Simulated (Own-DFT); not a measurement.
Simulation results for GaN (wurtzite, strained, atoms displaced)

A calculation, not a measurement: plane-wave PBE density functional theory by an unreviewed code, no spin, of a simulated periodic cell, stress positive in tension, free energy of the whole cell less one offset for each atom, forces on such cells passed a denser k mesh, this cell's mesh not checked; offsets are fitted by least squares, one for each functional and potential file, so energies compare only between cells with the same atoms and settings and are not formation energies; the far tail of each file's local potential was reset to the Coulomb form; each entry is a single point on an unrelaxed cell, so the pressure reflects the starting lattice, mostly measured values (interpolated for alloys), from which strain is counted, and rises with the displacements; printed positions are rounded, which can move forces by about a meV/angstrom; the program, named Own-DFT, is a retired in-house code; no spin-orbit coupling. Program: Own-DFT development build.

Settings shared by all entries: functional PBE; potential files PseudoDojo norm-conserving, scalar-relativistic, standard set with the stringent files for Ga; wave cutoff 96 hartree; occupations Gaussian; smearing width 0.01 eV; k mesh 3 x 4 x 3 centred on Gamma.

(1) GaN (wurtzite, strained, atoms displaced)

```
cell vectors (Å)
  12.5225    -0.2155    -0.1546
  -4.8359     8.2505    -0.0736
  -0.1257    -0.1646    10.3152
atoms (fractions of the cell vectors)
Ga  0.08098  0.22917  0.99469
Ga  0.16495  0.10163  0.25241
N   0.08046  0.21740  0.19147
N   0.16310  0.10355  0.43193
Ga  0.07965  0.23069  0.49849
Ga  0.16819  0.11583  0.75052
N   0.08629  0.22249  0.68676
N   0.16482  0.11505  0.92715
Ga  0.07984  0.56037  0.00146
Ga  0.17553  0.45350  0.25132
N   0.09148  0.55640  0.19126
N   0.17025  0.43847  0.44061
Ga  0.08756  0.54983  0.49599
Ga  0.17267  0.44661  0.75501
N   0.08063  0.54979  0.68508
N   0.16306  0.43922  0.93818
Ga  0.08430  0.89400  0.99692
Ga  0.16374  0.77097  0.25278
N   0.07789  0.88207  0.19105
N   0.16160  0.77221  0.43572
Ga  0.08068  0.89603  0.49643
Ga  0.16360  0.76723  0.75336
N   0.07754  0.87614  0.68376
N   0.16570  0.77805  0.94333
Ga  0.32944  0.21632  0.00387
Ga  0.41744  0.10927  0.25964
N   0.33075  0.22129  0.18803
N   0.41891  0.11165  0.43991
Ga  0.33971  0.23811  0.49590
Ga  0.41818  0.10942  0.74575
N   0.33776  0.21700  0.68567
N   0.41501  0.10182  0.93886
Ga  0.33452  0.54569  0.99551
Ga  0.41774  0.45207  0.25224
N   0.32462  0.55257  0.18788
N   0.41517  0.45263  0.43879
Ga  0.33032  0.55619  0.50561
Ga  0.41705  0.44641  0.75234
N   0.33014  0.55000  0.70073
N   0.41440  0.44385  0.93511
Ga  0.33581  0.89379  0.00330
Ga  0.41985  0.77438  0.25539
N   0.32919  0.89167  0.19507
N   0.41527  0.77541  0.44858
Ga  0.32815  0.88879  0.50636
Ga  0.41380  0.78434  0.74921
N   0.33096  0.88231  0.68925
N   0.41715  0.77731  0.93454
Ga  0.59250  0.22131  0.00466
Ga  0.67415  0.11836  0.24688
N   0.58894  0.22579  0.19348
N   0.66865  0.10228  0.42915
Ga  0.58629  0.22973  0.49526
Ga  0.66824  0.11758  0.75327
N   0.58600  0.21809  0.68372
N   0.66666  0.11293  0.93522
Ga  0.57833  0.55197  0.00243
Ga  0.66350  0.44780  0.25075
N   0.57430  0.55206  0.18550
N   0.66036  0.44225  0.44268
Ga  0.58511  0.56015  0.50446
Ga  0.66551  0.44670  0.75257
N   0.57837  0.55198  0.68743
N   0.66671  0.43657  0.93709
Ga  0.58013  0.88471  0.99148
Ga  0.66235  0.76068  0.25309
N   0.58696  0.89485  0.17962
N   0.66113  0.77507  0.43633
Ga  0.58341  0.89535  0.50334
Ga  0.65821  0.77920  0.74748
N   0.58873  0.88359  0.68226
N   0.67491  0.78451  0.93244
Ga  0.82627  0.21214  0.99571
Ga  0.92335  0.11092  0.25609
N   0.83675  0.22320  0.19084
N   0.91891  0.11837  0.43111
Ga  0.83453  0.22458  0.50038
Ga  0.91236  0.10953  0.75419
N   0.83623  0.22584  0.68033
N   0.92020  0.11442  0.94496
Ga  0.82988  0.54667  0.01008
Ga  0.91674  0.44341  0.25709
N   0.83643  0.55453  0.19195
N   0.90862  0.44526  0.44210
Ga  0.83175  0.54642  0.50666
Ga  0.92183  0.45392  0.74771
N   0.83549  0.54902  0.68359
N   0.90822  0.43507  0.94116
Ga  0.83145  0.90126  0.00294
Ga  0.91754  0.78385  0.24993
N   0.83953  0.89611  0.18554
N   0.91463  0.76903  0.43721
Ga  0.83591  0.88527  0.49518
Ga  0.91563  0.78269  0.74882
N   0.84104  0.89081  0.69541
N   0.91401  0.77583  0.93949
```

* free energy of cell above offsets: -1.140 eV
* pressure: 15.29 GPa
* stress xx: -17.04 GPa
* stress yy: -15.08 GPa
* stress zz: -13.74 GPa
* stress yz: -2.28 GPa
* stress xz: -2.83 GPa
* stress xy: -5.41 GPa

Force:
| element | x (eV/Å) | y (eV/Å) | z (eV/Å) |
| --- | --- | --- | --- |
| Ga | 2.306 | -0.472 | 2.276 |
| Ga | -0.717 | 1.05 | -1.096 |
| N | 1.735 | 1.311 | -1.055 |
| N | -0.172 | 2.018 | 1.456 |
| Ga | 2.138 | -1.856 | 1.06 |
| Ga | 0.551 | -1.255 | -2.072 |
| N | -0.829 | 0.058 | -0.036 |
| N | -0.15 | -0.269 | 2.35 |
| Ga | 0.816 | -0.989 | 0.478 |
| Ga | -2.411 | -3.088 | 0.673 |
| N | -1.584 | -0.925 | -0.353 |
| N | -1.591 | 1.063 | -1.087 |
| Ga | -1.322 | 0.741 | 0.415 |
| Ga | -2.419 | -1.216 | -0.141 |
| N | 1.77 | 0.086 | -0.05 |
| N | -0.556 | 1.77 | 0.107 |
| Ga | -0.4 | -0.257 | 0.526 |
| Ga | -0.516 | 1.155 | -0.247 |
| N | 1.478 | 0.208 | -1.213 |
| N | -0.151 | -0.007 | 0.917 |
| Ga | 1.521 | -1.314 | 1.072 |
| Ga | -0.947 | 1.154 | -0.221 |
| N | 1.02 | 1.349 | 0.444 |
| N | -0.201 | -0.078 | -0.778 |
| Ga | 0.856 | 0.112 | -0.668 |
| Ga | -0.196 | 0.552 | -1.566 |
| N | 0.816 | 0.41 | 0.608 |
| N | -1.279 | -0.206 | 0.832 |
| Ga | -0.128 | -2.121 | 0.537 |
| Ga | 0.11 | -0.002 | 0.901 |
| N | -1.017 | 0.942 | -0.208 |
| N | -0.098 | 1.898 | -0.443 |
| Ga | -1.696 | 1.669 | 0.838 |
| Ga | -1.696 | -1.646 | 0.077 |
| N | 3.849 | 1.517 | -1.371 |
| N | 0.196 | 0.1 | -0.233 |
| Ga | 1.42 | 0.734 | 1.185 |
| Ga | -0.016 | -1.194 | -0.534 |
| N | 1.358 | 1.684 | -1.994 |
| N | 0.701 | -1.231 | 0.509 |
| Ga | 0.532 | -1.164 | 0.939 |
| Ga | -0.724 | 1.392 | -0.44 |
| N | 1.616 | -0.619 | -0.721 |
| N | -1.044 | 0.042 | -1.037 |
| Ga | 0.458 | 0.145 | -1.209 |
| Ga | 1.826 | -1.031 | 0.121 |
| N | -0.803 | 0.651 | -0.031 |
| N | -1.447 | -1.005 | 0.179 |
| Ga | -2.161 | -0.028 | 0.189 |
| Ga | -0.222 | -1.113 | 0.199 |
| N | -0.818 | -0.192 | -0.532 |
| N | -1.413 | 1.121 | 1.112 |
| Ga | 1.39 | -1.662 | 0.654 |
| Ga | 0.863 | -0.441 | -1.476 |
| N | -0.621 | 0.539 | 0.13 |
| N | -0.698 | -1.758 | -0.316 |
| Ga | 1.731 | 0.807 | -1.263 |
| Ga | 0.912 | -0.072 | 0.418 |
| N | 1.656 | -0.656 | -0.322 |
| N | 0.033 | 1.203 | -1.13 |
| Ga | -0.04 | -0.041 | -0.263 |
| Ga | 0.72 | -0.226 | -0.568 |
| N | 0.947 | 0.473 | 0.482 |
| N | -1.72 | 0.447 | 0.503 |
| Ga | 1.347 | 0.521 | 1.121 |
| Ga | -0.263 | 3.857 | -0.689 |
| N | 0.163 | -1.369 | 0.779 |
| N | 0.538 | 0.193 | 0.481 |
| Ga | 0.91 | -0.18 | -1.068 |
| Ga | 3.537 | -1.019 | 0.68 |
| N | -3.088 | 1.962 | 0.939 |
| N | -2.54 | -1.834 | 0.26 |
| Ga | 2.133 | 1.706 | 1.902 |
| Ga | -1.614 | 0.49 | -1.8 |
| N | 0.728 | 0.105 | -1.021 |
| N | -0.94 | -1.458 | 2.2 |
| Ga | 0.09 | -0.39 | -0.853 |
| Ga | 0.702 | 0.876 | -0.551 |
| N | -0.045 | -0.511 | 1.999 |
| N | -2.425 | -0.511 | -1.826 |
| Ga | 0.525 | 1.734 | -1.235 |
| Ga | 0.506 | 0.19 | -0.763 |
| N | -1.033 | 0.071 | 0.615 |
| N | 2.42 | -0.857 | -0.719 |
| Ga | -1.075 | 1.637 | -1.109 |
| Ga | -0.445 | -1.615 | 1.132 |
| N | -1.788 | 0.829 | 1.792 |
| N | 0.516 | 0.532 | -0.793 |
| Ga | 2.76 | -1.088 | 0.11 |
| Ga | -0.299 | -1.073 | 0.012 |
| N | -1.196 | -1.706 | 0.941 |
| N | -1.366 | -0.094 | -0.202 |
| Ga | -0.346 | 0.718 | 0.883 |
| Ga | 1.359 | -1.652 | 1.223 |
| N | -2.718 | 0.029 | -2.05 |
| N | -0.576 | -0.357 | 0.092 |

(2) GaN (wurtzite, strained, atoms displaced)

```
cell vectors (Å)
  12.6027     0.0304     0.2287
  -4.7063     8.1914     0.0404
   0.1860     0.1580    10.4710
atoms (fractions of the cell vectors)
Ga  0.08234  0.21134  0.00267
Ga  0.17280  0.11313  0.24199
N   0.08262  0.22195  0.19182
N   0.16042  0.10303  0.43445
Ga  0.08130  0.21282  0.50462
Ga  0.16618  0.10412  0.75179
N   0.08036  0.22030  0.69163
N   0.16828  0.11337  0.93765
Ga  0.07496  0.54610  0.00422
Ga  0.16546  0.43182  0.24896
N   0.08870  0.55483  0.18418
N   0.17179  0.44926  0.43992
Ga  0.07619  0.56015  0.49663
Ga  0.17685  0.44480  0.74757
N   0.07829  0.55153  0.69375
N   0.17147  0.44607  0.94921
Ga  0.07812  0.88734  0.99195
Ga  0.17223  0.77674  0.25238
N   0.09100  0.90280  0.18570
N   0.16549  0.77053  0.43893
Ga  0.08206  0.88537  0.49924
Ga  0.15979  0.77439  0.74958
N   0.08432  0.88817  0.69837
N   0.16789  0.78742  0.92656
Ga  0.32776  0.21884  0.99432
Ga  0.41183  0.10919  0.24866
N   0.32380  0.21190  0.19160
N   0.40506  0.10408  0.43669
Ga  0.33428  0.23175  0.50128
Ga  0.41250  0.11030  0.75404
N   0.33812  0.23035  0.69248
N   0.42336  0.12106  0.93949
Ga  0.33850  0.55540  0.00141
Ga  0.41713  0.44873  0.25417
N   0.33403  0.55171  0.18971
N   0.42041  0.43603  0.43922
Ga  0.33112  0.55560  0.49624
Ga  0.41897  0.44096  0.74816
N   0.32418  0.56075  0.69228
N   0.42139  0.45220  0.93834
Ga  0.33680  0.88281  0.00281
Ga  0.41667  0.78527  0.24816
N   0.33440  0.88984  0.19292
N   0.41273  0.78195  0.43603
Ga  0.32866  0.87975  0.50667
Ga  0.41800  0.78505  0.74256
N   0.32866  0.87403  0.68463
N   0.41499  0.78039  0.94223
Ga  0.57398  0.21531  0.00505
Ga  0.66114  0.10009  0.25098
N   0.58538  0.22101  0.18861
N   0.66616  0.11208  0.43054
Ga  0.58668  0.22707  0.49824
Ga  0.66146  0.11343  0.74634
N   0.58201  0.21462  0.68946
N   0.66474  0.10702  0.94725
Ga  0.58019  0.56147  0.99856
Ga  0.66845  0.44210  0.24645
N   0.58016  0.56300  0.18168
N   0.66766  0.44468  0.45478
Ga  0.58031  0.54948  0.49784
Ga  0.66632  0.44348  0.75706
N   0.58950  0.56202  0.68753
N   0.66037  0.44650  0.94073
Ga  0.58300  0.88512  0.00447
Ga  0.66318  0.77882  0.24966
N   0.58565  0.88535  0.19193
N   0.67055  0.77314  0.44769
Ga  0.58491  0.89741  0.49503
Ga  0.66350  0.78205  0.75337
N   0.58600  0.88667  0.69305
N   0.66641  0.77499  0.93467
Ga  0.82400  0.22391  0.00403
Ga  0.91560  0.10775  0.24905
N   0.84318  0.22630  0.18874
N   0.91056  0.10918  0.43678
Ga  0.83205  0.21587  0.49648
Ga  0.91796  0.10058  0.75363
N   0.82421  0.22432  0.68586
N   0.91759  0.11368  0.93689
Ga  0.83702  0.55907  0.99548
Ga  0.92121  0.46246  0.24251
N   0.82471  0.54561  0.18770
N   0.91557  0.44604  0.43448
Ga  0.83414  0.55604  0.50036
Ga  0.91915  0.43990  0.75249
N   0.83974  0.55296  0.69063
N   0.91556  0.44637  0.93518
Ga  0.83843  0.88874  0.99841
Ga  0.92322  0.78392  0.24760
N   0.83071  0.89391  0.18944
N   0.91295  0.77444  0.43584
Ga  0.83385  0.88833  0.49344
Ga  0.91286  0.78051  0.74736
N   0.82956  0.88613  0.68755
N   0.92075  0.78408  0.93501
```

* free energy of cell above offsets: -2.005 eV
* pressure: 10.36 GPa
* stress xx: -14.71 GPa
* stress yy: -12.36 GPa
* stress zz: -4.01 GPa
* stress yz: 3.02 GPa
* stress xz: 3.73 GPa
* stress xy: 0.08 GPa

Force:
| element | x (eV/Å) | y (eV/Å) | z (eV/Å) |
| --- | --- | --- | --- |
| Ga | -1.526 | 1.907 | 0.182 |
| Ga | -3.893 | -0.931 | 2.435 |
| N | 0.672 | -1.229 | -0.84 |
| N | 0.793 | 0.882 | 0.402 |
| Ga | -0.905 | 1.018 | -0.517 |
| Ga | -0.535 | 1.222 | -0.153 |
| N | 1.392 | 0.085 | -0.471 |
| N | 0.139 | -0.602 | -0.62 |
| Ga | 1.412 | 1.073 | -1.394 |
| Ga | -0.414 | 1.472 | 0.778 |
| N | -0.466 | 0.844 | 0.854 |
| N | -1.196 | -1.325 | -0.452 |
| Ga | 1.282 | -2.329 | 1.531 |
| Ga | -5.059 | -2.139 | 2.402 |
| N | 1.802 | 0.494 | -1.354 |
| N | -0.408 | -0.659 | -1.224 |
| Ga | 1.853 | 0.37 | 1.184 |
| Ga | -1.501 | -0.393 | -0.279 |
| N | 0.157 | -2.742 | -0.798 |
| N | -0.42 | 1.717 | -0.484 |
| Ga | -0.181 | -0.124 | 0.426 |
| Ga | 1.388 | -1.282 | -0.146 |
| N | -1.011 | 0.373 | -2.264 |
| N | 0.834 | -0.827 | 2.554 |
| Ga | 0.92 | 1.022 | 1.203 |
| Ga | 0.37 | 0.509 | 0.93 |
| N | 3.841 | 3.413 | -2.072 |
| N | 1.262 | 0.563 | 0.487 |
| Ga | -0.203 | -3.46 | 0.485 |
| Ga | 0.927 | -0.741 | -0.584 |
| N | -0.613 | -1.546 | -0.861 |
| N | -1.716 | -1.947 | -0.457 |
| Ga | -1.465 | 0.129 | 0.317 |
| Ga | 0.268 | -1.087 | -0.573 |
| N | -0.284 | 1.095 | 0.07 |
| N | -1.418 | 2.618 | -0.742 |
| Ga | 0.546 | 0.331 | 0.78 |
| Ga | -0.496 | 2.267 | 0.707 |
| N | 5.487 | 1.651 | -2.283 |
| N | -0.208 | -1.565 | -0.806 |
| Ga | -2.825 | 1.095 | -0.108 |
| Ga | 0.709 | -1.732 | 0.681 |
| N | 0.131 | 0.482 | -1.462 |
| N | 1.947 | -0.486 | -0.184 |
| Ga | -0.842 | 1.257 | -0.979 |
| Ga | 0.824 | -1.204 | 1.678 |
| N | -1.432 | 2.327 | 0.85 |
| N | 2.072 | -0.576 | -1.063 |
| Ga | 1.918 | 1.536 | -0.041 |
| Ga | 1 | 1.849 | -0.827 |
| N | -0.78 | -0.273 | 0.402 |
| N | 0.08 | 0.446 | 0.825 |
| Ga | -1.105 | -1.82 | 0.556 |
| Ga | 1.521 | -1.227 | 1.705 |
| N | -2.044 | 1.215 | -0.643 |
| N | -0.927 | 0.271 | -1.2 |
| Ga | 0.764 | -0.724 | 0.273 |
| Ga | -2.497 | -0.446 | 1.197 |
| N | 1.271 | -0.815 | 1.27 |
| N | 0.348 | 0.309 | -2.682 |
| Ga | 0.288 | 0.982 | 1.457 |
| Ga | 0.289 | 0.081 | -0.921 |
| N | -0.596 | -0.727 | 0.067 |
| N | 1.588 | -0.269 | 0.323 |
| Ga | -0.054 | -0.051 | -0.545 |
| Ga | 1.572 | -0.945 | 1.324 |
| N | -1.47 | 0.383 | -0.768 |
| N | -1.908 | 0.471 | -1.839 |
| Ga | 0.355 | -1.792 | 1.036 |
| Ga | 1.207 | -1.138 | -0.332 |
| N | -1.631 | 1.164 | -1.594 |
| N | 0.308 | 1.436 | 0.748 |
| Ga | 1.693 | -0.262 | 0.187 |
| Ga | -0.036 | 0.65 | 0.454 |
| N | -2.011 | 0.428 | -0.144 |
| N | 1.867 | -0.055 | -0.207 |
| Ga | -1.19 | 1.44 | 0.806 |
| Ga | -2.044 | 0.897 | -0.236 |
| N | 2.103 | -0.524 | -0.143 |
| N | -0.13 | -0.081 | 0.496 |
| Ga | -1.683 | -0.5 | 0.172 |
| Ga | 1.115 | -2.414 | 1.324 |
| N | 1.396 | 2.932 | -1.287 |
| N | 0.081 | -0.385 | -0.576 |
| Ga | -0.039 | -0.403 | 1.064 |
| Ga | -1.009 | -0.724 | -0.388 |
| N | -1.383 | 0.74 | -0.103 |
| N | 0.192 | -0.466 | 0.782 |
| Ga | -1.944 | 0.421 | 0.587 |
| Ga | -1.01 | -0.325 | 0.046 |
| N | 1.22 | -1.164 | -0.634 |
| N | 1.177 | 0.469 | -0.243 |
| Ga | -0.24 | -0.025 | 1.323 |
| Ga | 0.471 | -1.237 | -0.087 |
| N | 0.435 | 0.423 | -0.593 |
| N | -0.535 | -1.042 | -0.159 |
